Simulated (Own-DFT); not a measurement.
# Point defects and the pressure they add: C40 NbSi2

Calculated, not measured: single-point runs of Own-DFT, a retired in-house plane-wave DFT program that no person has reviewed, on unrelaxed cells, without spin or spin-orbit coupling.

Settings: PBE; PseudoDojo norm-conserving scalar-relativistic files; cutoff 42 hartree; 4 x 4 x 5 k mesh centred on Gamma; cold (Marzari-Vanderbilt) smearing of 0.2 eV.

Known weak points: forces on such cells failed a check on a denser k mesh; stress not checked against mesh or cutoff.

All runs share one cell, with vectors in Å (0.000, 8.324, 0.000); (-9.613, 0.000, 0.000); (0.000, 0.000, 6.586) and a volume of 527.0 Å³. The atoms are randomly displaced, by u rms on each axis. The defect's site can differ from row to row.

| cell | formula | u (Å) | P (GPa) |
|---|---|---|---|
| no defect | Nb12Si24 | 0.0207 | 1.53 |
| no defect | Nb12Si24 | 0.0483 | 2.71 |
| no defect | Nb12Si24 | 0.0508 | 2.57 |
| two Nb vacancies | Nb10Si24 | 0.0287 | -0.31 |
| two Nb vacancies | Nb10Si24 | 0.0495 | 1.16 |
| two Nb vacancies | Nb10Si24 | 0.0507 | 0.87 |
| one Si vacancy | Nb12Si23 | 0.0299 | ? |
| one Si vacancy | Nb12Si23 | 0.0308 | 0.99 |
| one Si vacancy | Nb12Si23 | 0.0494 | 1.59 |
| one Si vacancy | Nb12Si23 | 0.0511 | 2.09 |
| two Nb on a Si site each | Nb14Si22 | 0.0294 | 7.53 |
| two Nb on a Si site each | Nb14Si22 | 0.0321 | 7.54 |
| two Nb on a Si site each | Nb14Si22 | 0.0485 | 8.13 |
| two Si on a Nb site each | Nb10Si26 | 0.0319 | 1.60 |
| two Si on a Nb site each | Nb10Si26 | 0.0355 | 2.00 |
| two Si on a Nb site each | Nb10Si26 | 0.0514 | 2.28 |

## Fit

P = P0 + c u² + a shift for each defect gives P0 = 1.31 GPa, c = 541 ± 72 GPa/Å² and a scatter of 0.22 GPa. The shifts, and each times the cell's volume:

- two Nb on a Si site each: 5.66 ± 0.18 GPa, 18.6 eV (9.3 eV for each of its 2 sites)
- two Si on a Nb site each: -0.23 ± 0.18 GPa, -0.8 eV (-0.4 eV for each of its 2 sites) (not resolved)
- one Si vacancy: -0.83 ± 0.18 GPa, -2.7 eV
- two Nb vacancies: -1.78 ± 0.18 GPa, -5.9 eV (-2.9 eV for each of its 2 sites)

Positive is outwards. The product with the volume (160.2 GPa Å³ to the eV) is nearly free of the cell's size; divided by the bulk modulus at the cell's pressure it gives the volume that the defect adds. The atoms around the defects weren't relaxed, which would change these numbers.

## Test on the hidden row

Q: what pressure belongs in the blank (one Si vacancy, u = 0.0299 Å)?

From the fit: 0.96 ± 0.26 GPa. DFT gave 0.97 GPa.
